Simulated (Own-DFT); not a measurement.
GaP (zincblende, atoms displaced) (calculated)

All values are calculated (Own-DFT development build). A calculation, not a measurement: plane-wave PBE density functional theory by an unreviewed code, no spin, of a simulated periodic cell, stress positive in tension, free energy of the whole cell less one offset for each atom, forces on such cells passed a denser k mesh, this cell's mesh not checked; offsets are fitted by least squares, one for each functional and potential file, so energies compare only between cells with the same atoms and settings and are not formation energies; the far tail of each file's local potential was reset to the Coulomb form; each entry is a single point on an unrelaxed cell, so the pressure reflects the starting lattice, mostly measured values (interpolated for alloys), from which strain is counted, and rises with the displacements; printed positions are rounded, which can move forces by about a meV/angstrom; the program, named Own-DFT, is a retired in-house code; no spin-orbit coupling; before rounding, a Quantum ESPRESSO 7.3.1 run of the same cell and cutoff gave forces within 1 meV/angstrom rms on each cell, which checks the program and not the settings.

Settings shared by all entries: functional PBE; potential files PseudoDojo norm-conserving, scalar-relativistic, standard set; wave cutoff 42 hartree; occupations Fermi-Dirac; smearing width 0.1 eV; k mesh 2 x 3 x 3 centred on Gamma.

(1) 
```xyz
96
Lattice="16.3515 0.0000 0.0000 0.0000 10.9010 0.0000 0.0000 0.0000 10.9010" Properties=species:S:1:pos:R:3:force_x:R:1:force_y:R:1:force_z:R:1 formula=GaP free_energy_of_cell_above_offsets=-37.068 pressure=5.16 stress_xx=-5.16 stress_yy=-5.05 stress_zz=-5.28 stress_yz=-0.45 stress_xz=0.65 stress_xy=1.29
Ga    16.2342     0.0089    10.8546      0.404     -0.917      0.649
Ga    16.1684     2.6094     2.7292      2.434      2.976     -2.029
Ga     2.8771    10.7131     2.6189     -1.997       1.81      1.838
Ga     2.6483     2.6881    10.8738     -1.126     -0.084     -0.264
P      1.2340     1.3279     1.4169      1.149     -0.448     -0.483
P      1.4195     4.1433     4.0602     -1.142     -1.243     -0.023
P      3.9090     1.2959     4.2761      1.613     -0.367     -2.584
P      4.0230     4.0486     1.2655     -0.338      1.548     -0.779
Ga     0.0667    10.8549     5.3589     -1.237     -0.404     -0.114
Ga    16.3165     2.6545     8.2736      0.638      1.187      -1.69
Ga     2.6319    10.8696     8.0478      0.009      0.542      1.007
Ga     2.6279     2.6867     5.4116     -0.737      0.483      0.609
P      1.3107     1.2773     6.7121     -0.342      1.336      1.087
P      1.1589     4.2638     9.5630      2.539     -2.136     -1.601
P      4.0129     1.2190     9.5760     -1.092      1.628     -1.347
P      4.0174     3.8630     6.7999     -0.001      2.489      0.432
Ga     0.1033     5.4650     0.0758     -3.324      0.339      0.914
Ga     0.1246     8.0930     2.6420     -2.931      2.427      2.614
Ga     2.8363     5.3460     2.8071       0.02       1.94     -0.548
Ga     2.5724     7.9302    10.6588     -4.024      4.837      5.224
P      1.2098     6.8700     1.3705      3.545     -2.042     -1.036
P      1.4298     9.4406     4.1341     -0.642      0.659     -1.646
P      4.1573     7.0820     4.1992      0.879     -2.768     -1.566
P      4.1140     9.3599     1.5007     -0.087     -0.108     -3.359
Ga     0.0782     5.4658     5.4152     -0.592     -0.514      0.827
Ga     0.1065     8.1194     8.0539       -0.4      0.906       0.71
Ga     2.7558     5.6484     8.2398      -0.96     -3.678     -1.562
Ga     2.7702     8.2372     5.4382     -1.219     -0.487       0.67
P      1.4920     6.7865     6.8094     -0.985      0.114     -1.307
P      1.4202     9.5599     9.5198     -1.319      0.104      0.038
P      3.7811     6.8569     9.6122      8.355     -2.922     -2.333
P      3.8754     9.4421     6.8938      3.484      0.532     -0.043
Ga     5.2789    10.8846    10.8520      0.846     -0.932      2.136
Ga     5.2258     2.8954     2.6520      1.512     -2.193      1.888
Ga     8.1517     0.1242     2.8316     -0.219      0.045     -2.657
Ga     8.2277     2.6319     0.1042     -0.829      0.203     -0.383
P      6.6962     1.3810     1.3683     -0.296      -0.16      0.181
P      6.8307     3.9775     4.1489     -1.028      1.292     -0.663
P      9.4268     1.3754     4.0751      2.571      0.056      1.008
P      9.4291     4.0103     1.4922      1.518      1.071     -1.139
Ga     5.4963     0.0245     5.4374     -0.327     -0.553      0.689
Ga     5.3700     2.6589     8.1896     -0.024      0.813      1.541
Ga     8.3201     0.0447     8.2758     -2.624     -2.916     -2.576
Ga     8.1785     2.6297     5.4342     -0.571      0.655      1.712
P      6.7322     1.4066     6.9780      1.655     -1.385     -1.351
P      6.9466     4.1457     9.6068     -0.552     -1.232     -0.818
P      9.4730     1.4035     9.3639     -1.628     -1.414      5.841
P      9.5517     4.1346     6.8164      -0.31     -1.773       0.44
Ga     5.5336     5.4055    10.8649     -1.066      0.668      0.135
Ga     5.5233     8.0566     2.5783      0.915      0.672      1.503
Ga     8.2032     5.4243     2.8295     -0.749      0.358     -0.342
Ga     8.2048     8.2560    10.8190     -0.721      0.275      0.624
P      6.8819     6.8584     1.2322      0.252     -1.285      0.737
P      6.9937     9.6374     4.0172     -2.505     -1.767      1.185
P      9.5398     6.8969     4.1324       0.95     -1.893     -0.875
P      9.3595     9.5976     1.3457      1.614      0.429        0.7
Ga     5.4297     5.4894     5.4212     -0.418     -0.942      0.481
Ga     5.6185     8.1998     8.1637     -2.726      1.292      0.963
Ga     8.1528     5.4487     8.0704      0.844     -0.063       1.36
Ga     8.1129     8.0582     5.3141     -0.908      1.177      2.103
P      6.6772     6.7265     7.0048      0.935     -0.189     -2.772
P      6.7163     9.5673     9.6365      1.063      0.432     -0.916
P      9.5137     6.9535     9.5584      -0.57     -1.273     -1.208
P      9.6015     9.3302     6.7842      -1.25      1.816     -0.552
Ga    10.9135    10.8932    10.8707     -0.199     -0.477      0.308
Ga    10.8595     2.7748     2.8142      0.923     -0.003      0.132
Ga    13.5715     0.2880     2.7158      1.869     -2.502      0.911
Ga    13.4706     2.7846    10.7427       1.55     -0.831      1.933
P     12.2664     1.3366     1.4260     -2.304      2.078     -2.211
P     12.4634     4.1216     4.1837     -3.519      1.032     -1.495
P     15.0222     1.4929     4.0291      -1.93     -2.568      3.422
P     14.7983     4.0547     1.4611      0.921      0.108     -1.587
Ga    10.9833    10.8873     5.4553     -2.021     -1.701     -1.298
Ga    10.8324     2.4790     8.4117      3.531      4.134         -4
Ga    13.4343     0.1507     8.0860      3.421     -2.509      1.974
Ga    13.4806     2.7127     5.4234      1.466     -1.614      1.738
P     12.0921     1.1912     6.8604     -0.277      3.611     -1.118
P     12.2679     4.0364     9.3930     -1.674      1.097      0.218
P     15.0154     1.4114     9.5131     -2.136     -0.855      0.398
P     14.8699     3.9934     6.8183      1.458      0.116     -0.131
Ga    10.8729     5.6081    10.7532      0.363     -1.472      1.164
Ga    10.9290     8.2259     2.8436     -0.268      0.626     -1.662
Ga    13.5074     5.5083     2.6760      0.627      0.538     -0.162
Ga    13.6898     8.0915    10.8577      0.579      2.407      0.256
P     12.2975     6.9822     1.2003     -1.784     -1.745      2.058
P     12.3705     9.6009     4.0327     -0.481      0.561      0.114
P     14.9913     6.7079     4.0965     -0.133       1.14     -0.591
P     14.8724     9.5761     1.4355      0.757     -0.089     -0.169
Ga    10.8254     5.3793     5.4690      1.412      0.902     -0.243
Ga    10.8608     8.1801     8.2156      1.768     -0.062      0.003
Ga    13.6194     5.4358     8.1256      0.831      0.717      0.127
Ga    13.5326     8.1511     5.3884      1.766      0.188      0.367
P     12.3210     6.8337     6.8051     -1.487     -0.388      0.225
P     12.3647     9.5152     9.5550     -0.917      0.525     -0.383
P     15.0158     6.9711     9.5414      0.969     -2.426      -1.03
P     15.0463     9.5265     6.8068      -1.01      0.434     -0.547
```

Units: free_energy_of_cell_above_offsets in eV; pressure, stress_xx, stress_yy, stress_zz, stress_yz, stress_xz, stress_xy in GPa; force_x, force_y, force_z in eV/Å.

(2) 
```xyz
96
Lattice="16.3515 0.0000 0.0000 0.0000 10.9010 0.0000 0.0000 0.0000 10.9010" Properties=species:S:1:pos:R:3:force_x:R:1:force_y:R:1:force_z:R:1 formula=GaP free_energy_of_cell_above_offsets=-34.902 pressure=5.68 stress_xx=-5.35 stress_yy=-6.15 stress_zz=-5.55 stress_yz=1.02 stress_xz=-0.99 stress_xy=0.63
Ga    16.1218     0.0968     0.0099      2.545     -0.625      1.076
Ga     0.0591     2.7886     2.6813     -1.137      0.567      0.921
Ga     2.7115     0.0306     2.7720     -0.941     -2.468     -1.163
Ga     2.7388     2.7214     0.0685      0.368     -0.803      0.145
P      1.3416     1.3741     1.6029      0.131     -0.766     -2.985
P      1.4605     4.0496     4.1254     -2.112      0.459       0.46
P      3.9931     1.2906     3.8947      2.672      2.021      2.722
P      4.0544     4.1533     1.4564     -0.759     -0.037      -1.49
Ga    16.2786    10.8842     5.3339      1.423     -1.631      1.836
Ga    16.2691     2.7790     8.1278      2.307     -1.849      1.144
Ga     2.7319    10.7737     8.3229      0.685      1.748     -1.828
Ga     2.7030     2.7239     5.4857      0.995     -0.797      0.215
P      1.3907     1.2615     6.7373     -0.605      0.268      1.112
P      1.2880     3.9777     9.6910      0.678      0.969     -1.549
P      4.3071     1.3209     9.3370     -3.524      0.029      1.269
P      4.0739     4.1122     6.8927      0.888     -1.344     -0.983
Ga    16.3200     5.5092    10.8427      1.662     -0.623      1.806
Ga     0.0398     8.2968     2.7624      -1.17     -1.416      -1.15
Ga     2.5157     5.3608     2.6927      2.676      0.064      1.294
Ga     2.6776     8.3432     0.1226     -1.269     -2.262     -3.164
P      1.6583     6.9214     1.5305     -3.634      0.597     -1.704
P      1.4160     9.3781     4.0740     -1.003      3.367     -0.657
P      4.2474     6.8270     4.0085     -1.764     -0.143      0.706
P      4.0309     9.4945     1.1772      2.188       2.51      3.141
Ga    16.2382     5.4648     5.3902      1.639     -1.021      1.276
Ga    16.1746     8.1122     8.2215       3.39      0.147      0.156
Ga     2.9410     5.5819     8.1290     -3.092     -0.674     -0.401
Ga     2.5766     8.2656     5.4426      2.526     -2.184      1.257
P      1.2303     6.9110     6.7845      0.746     -1.169      0.501
P      1.3473     9.6126     9.5287     -1.902     -1.135       1.57
P      4.2066     6.7916     9.3827     -0.028      1.525      2.536
P      4.0243     9.6141     6.7728     -0.069     -0.209     -0.306
Ga     5.2569     0.0524    10.8199        1.9     -0.428      1.347
Ga     5.4213     2.8664     2.6462      0.208     -1.958      0.149
Ga     8.0894     0.0508     2.9173      0.442     -0.688      -2.21
Ga     8.1825     2.7575    10.8668      0.306      0.217      0.512
P      6.8164     1.3448     1.3422     -0.511      0.275      0.167
P      6.7510     4.0725     4.0411      0.401      0.176      0.003
P      9.5513     1.2961     4.0663      0.594       1.19      0.029
P      9.6933     4.1149     1.4319      0.075      -0.29     -0.364
Ga     5.5557    10.8896     5.4639     -2.205      0.151     -0.669
Ga     5.5661     2.7487     8.3634     -1.167     -0.957     -4.079
Ga     8.1004     0.0558     8.2348      0.701     -0.957      0.072
Ga     8.0184     2.6280     5.2181      1.151      0.218      1.684
P      6.8165     1.2610     6.7563      0.369      1.895       0.76
P      6.7992     4.0269     9.3907       2.47      3.016      2.744
P      9.5494     1.3814     9.5554     -0.148      0.748     -0.979
P      9.5916     4.2391     6.7321     -1.322     -2.331      0.328
Ga     5.3924     5.4352     0.0399      0.187     -0.205     -1.025
Ga     5.4763     8.3354     2.7173      0.145     -1.128     -0.664
Ga     8.1904     5.3850     2.7078     -0.207     -0.986     -0.592
Ga     8.3984     8.2645     0.0243     -2.152     -1.366     -0.366
P      6.7961     6.6086     1.3939        0.4      2.469     -0.424
P      6.8441     9.5415     4.1960     -0.465     -0.081     -0.975
P      9.2486     6.9000     3.9515      3.396     -0.289      0.354
P      9.7250     9.4706     1.2545      -0.05      1.811      2.203
Ga     5.4758     5.3808     5.4372     -0.604      0.672      0.307
Ga     5.3742     8.3242     8.1233      0.857      0.011      0.442
Ga     8.1268     5.5625     7.9993      0.776     -0.364       1.35
Ga     8.1002     8.0930     5.3990      0.047      0.585      1.672
P      6.6994     6.8739     6.8108      0.108      0.099     -0.428
P      6.7992     9.5915     9.6820      0.189     -0.597     -0.844
P      9.6267     6.8079     9.6617     -0.501      0.062     -1.897
P      9.5397     9.4332     6.8200     -1.682       2.43      -2.47
Ga    10.8922     0.2476     0.0727      0.508     -1.165      0.305
Ga    11.1000     2.6724     2.8401      -2.08      2.317      1.498
Ga    13.6424    10.7920     2.8120      2.298      4.101     -2.169
Ga    13.7248     2.7670    10.7611     -2.633      1.173      1.912
P     12.2331     1.4375     1.5853      2.686     -1.728     -2.785
P     12.5793     4.0749     4.2279     -6.196      3.833     -4.403
P     15.0849     1.3226     4.1240     -2.006      1.661     -0.895
P     14.9405     4.1245     1.2910      0.594      0.377      0.741
Ga    11.0315    10.8782     5.1813     -0.342     -0.505      2.007
Ga    11.0233     2.6636     8.0724     -3.561      1.516      1.042
Ga    13.5021    10.8759     8.3789      1.992      1.344     -1.837
Ga    13.5128     2.9811     5.5068      3.757     -5.968      4.656
P     12.1702     1.3905     6.8818      2.477     -2.155     -2.702
P     12.1475     4.0017     9.4332      2.067      1.288      1.229
P     14.9890     1.4708     9.6590      0.162      -1.09     -3.023
P     14.9846     4.0051     6.9160      0.296      1.107     -2.175
Ga    11.1162     5.5641    10.8853     -0.657     -0.752      0.721
Ga    11.0174     8.1096     2.7133     -2.104       1.13      0.681
Ga    13.6604     5.3984     2.8166      0.655      0.691     -1.181
Ga    13.5457     8.0905    10.8664      0.846      1.328     -0.461
P     12.3749     6.9328     1.4953      0.606     -2.631     -0.792
P     12.4707     9.5466     3.8996     -3.113     -3.054      3.475
P     14.9408     6.7718     4.1918      0.645      0.681     -2.218
P     14.8693     9.6292     1.3381      0.899      -1.68      -0.31
Ga    10.8283     5.6356     5.5580      0.134     -0.065     -1.924
Ga    10.7816     8.2578     8.0297      2.216     -2.085      2.683
Ga    13.7620     5.3617     8.1327     -1.157      0.634      1.545
Ga    13.6683     8.1334     5.3955     -0.783      0.534      2.026
P     12.2814     6.6743     6.9195       0.45      2.175      -0.46
P     12.2361     9.6400     9.5667     -1.827     -1.769      1.295
P     15.1171     6.8241     9.5665     -2.797     -0.688      0.567
P     15.0118     9.4080     7.0428     -2.251      2.933     -2.949
```

Units: free_energy_of_cell_above_offsets in eV; pressure, stress_xx, stress_yy, stress_zz, stress_yz, stress_xz, stress_xy in GPa; force_x, force_y, force_z in eV/Å.

(3) 
```xyz
96
Lattice="16.3515 0.0000 0.0000 0.0000 10.9010 0.0000 0.0000 0.0000 10.9010" Properties=species:S:1:pos:R:3:force_x:R:1:force_y:R:1:force_z:R:1 formula=GaP free_energy_of_cell_above_offsets=-37.986 pressure=5.1 stress_xx=-4.89 stress_yy=-5.09 stress_zz=-5.33 stress_yz=-0.14 stress_xz=0.07 stress_xy=0.57
Ga     0.0879     0.1416     0.0667     -1.743     -1.574     -1.252
Ga    16.3261     2.7135     2.7641     -0.158      0.798      -0.83
Ga     2.5733     0.0812     2.5940      1.293     -2.043       1.92
Ga     2.8516     2.6822     0.0663     -0.923       0.81      0.051
P      1.3835     1.4015     1.3698      -0.86      1.915     -0.226
P      1.1721     4.0363     4.2739      4.227     -2.554     -3.377
P      4.0615     1.3136     4.0131     -0.094     -0.364      0.099
P      4.1393     4.0745     1.2515      0.404      0.432      1.952
Ga    16.3497     0.0606     5.3425     -0.088      0.432      1.354
Ga    16.2988     2.6440     8.1460      1.505      0.269      0.577
Ga     2.5139    10.8633     8.2388      1.366      0.422     -0.876
Ga     2.8936     2.6923     5.5099     -0.102      0.761     -0.367
P      1.4839     1.4062     6.7694      -1.36     -0.629      0.275
P      1.5571     4.0936     9.5744     -2.133     -1.594      0.605
P      3.8938     1.3063     9.5975      1.104      0.294      -1.77
P      4.2008     4.1209     6.8723     -1.895      0.633     -0.101
Ga     0.0702     5.3650    10.8893      0.061      0.081     -0.155
Ga    16.2678     8.1972     2.5934      0.175      1.266     -0.413
Ga     2.6291     5.4589     2.8143     -0.374     -0.742      -0.76
Ga     2.9027     8.1209     0.0248     -0.638     -0.337     -0.383
P      1.2902     6.8325     1.3041      1.027      0.031      0.414
P      1.2234     9.5546     4.1126      1.463     -0.522     -1.303
P      4.0545     6.7525     4.0721      0.286      1.126     -0.688
P      4.0672     9.6112     1.3132      0.719       0.14      0.668
Ga     0.0656     5.2562     5.4510     -1.526      4.929      1.865
Ga    16.2487     8.3878     8.2387      1.461     -2.738     -0.079
Ga     2.5058     5.4796     8.2028      2.551      0.938     -0.711
Ga     2.7893     8.1283     5.4653      0.499      1.445       -0.9
P      1.5083     6.9410     6.7714     -2.673      -1.29       0.92
P      1.4177     9.3773     9.4234      0.092      0.949      3.057
P      4.2827     6.7784     9.5690     -2.012      1.299     -2.188
P      4.0642     9.5086     6.9244     -0.762       1.41     -1.714
Ga     5.4200     0.2212    10.8447      0.674     -1.821      0.127
Ga     5.5323     2.6024     2.7738     -1.458      1.056     -0.515
Ga     8.3177    10.7952     2.7520     -1.186     -0.461     -0.349
Ga     8.2653     2.6702    10.7475     -0.684      0.128      1.361
P      6.7955     1.3786     1.4335      1.782     -0.969     -1.339
P      6.7302     3.9410     4.1037      0.838      1.305      1.008
P      9.4804     1.3318     4.0940      0.363          1      0.069
P      9.5889     4.0074     1.2456     -0.389      0.478       0.66
Ga     5.4648    10.8362     5.3716     -0.148     -0.533      0.431
Ga     5.4084     2.7244     8.1197     -0.024      0.254      2.109
Ga     8.1617     0.0052     8.1128      0.408      0.002       0.18
Ga     8.2713     2.7874     5.5858     -2.824     -2.165     -1.808
P      6.6345     1.3578     6.8987      1.995     -0.542     -1.418
P      7.0151     4.1386     9.5152     -1.927     -0.885     -0.044
P      9.7334     1.4654     9.5287     -1.926     -2.793      1.019
P      9.5309     4.1022     6.6389      2.259      1.411      2.875
Ga     5.4683     5.4800    10.7819      1.741     -1.248      1.671
Ga     5.5628     8.1306     2.6334      -1.18      0.403      0.585
Ga     8.1753     5.2988     2.7723      0.245      0.484      0.095
Ga     8.2390     8.3258     0.0385     -4.201     -2.056     -2.127
P      6.8735     6.7763     1.4040      0.463     -0.525     -1.114
P      6.9374     9.2820     4.1745     -2.096      3.092     -2.103
P      9.5109     6.8804     4.2563      1.912     -2.081     -2.272
P      9.4594     9.3745     1.2612      4.098       3.16      3.335
Ga     5.3305     5.5211     5.4717      1.149     -0.983     -0.505
Ga     5.4706     8.2007     7.9712      0.909     -1.467        1.2
Ga     8.1633     5.4731     8.1246       1.33      0.411     -0.016
Ga     8.1497     8.0842     5.4178      1.229      0.275      2.625
P      6.8872     6.7135     6.7025     -1.104      0.557      0.581
P      6.8058     9.4902     9.3856     -0.041      0.945      1.448
P      9.4572     7.0412     9.6048      1.663     -2.128     -1.716
P      9.5571     9.5475     6.7655      0.542     -0.036      0.069
Ga    10.9590    10.8772     0.0090     -1.201     -0.117      0.617
Ga    10.8754     2.6807     2.6429     -0.018     -0.012      0.634
Ga    13.5084    10.8871     2.7909      1.397      0.898      0.997
Ga    13.3997     2.7944    10.8653      1.296     -0.819      1.422
P     12.2765     1.2308     1.4469     -0.703      1.863     -1.109
P     12.2405     4.1292     4.0739      0.776     -1.606     -1.116
P     14.9714     1.5918     4.2168      2.336     -4.363     -3.337
P     14.9497     4.1130     1.2925     -0.368     -0.397      0.729
Ga    10.9496     0.2060     5.4677     -3.506     -3.707     -2.547
Ga    10.8970     2.5752     8.1694      1.643      2.726     -2.308
Ga    13.6487     0.0249     8.1147      0.561      0.394     -0.408
Ga    13.6862     2.6697     5.3123     -3.263      3.502      3.718
P     12.1843     1.2634     6.6521       3.82      3.226      3.375
P     12.4246     4.1722     9.4517     -2.871     -0.173      -0.16
P     14.8582     1.5074     9.5397      0.757     -1.022       0.13
P     15.2168     4.2142     6.9602     -2.079     -1.155     -0.578
Ga    10.8522     5.4585    10.8344       0.41      0.782      0.045
Ga    11.0951     8.1234     2.8827     -2.108     -0.025     -0.416
Ga    13.4777     5.5123     2.6795      2.942     -1.131      1.445
Ga    13.5518     8.2885    10.7357      1.087     -1.454      1.728
P     12.3281     6.8437     1.4928     -1.423      1.056     -3.214
P     12.1945     9.6685     4.0792      0.467     -0.781       1.81
P     15.1576     6.9690     4.0800     -0.924     -2.668      0.182
P     14.7012     9.6458     1.3925      2.777     -0.591     -0.911
Ga    11.0578     5.4150     5.3929     -2.442      0.211     -0.058
Ga    11.1189     8.1189     8.1531     -0.882      0.599     -0.281
Ga    13.8601     5.4352     8.3391      0.113      1.357     -1.375
Ga    13.7263     8.0788     5.4145     -0.135      1.558     -0.016
P     12.3702     6.6808     6.5932      0.973      0.819      3.088
P     12.3781     9.7250     9.5823     -1.266     -0.914     -1.788
P     15.1586     6.9134     9.5907     -1.059     -0.235      0.359
P     15.1119     9.5179     6.8824     -2.411       1.92     -2.446
```

Units: free_energy_of_cell_above_offsets in eV; pressure, stress_xx, stress_yy, stress_zz, stress_yz, stress_xz, stress_xy in GPa; force_x, force_y, force_z in eV/Å.
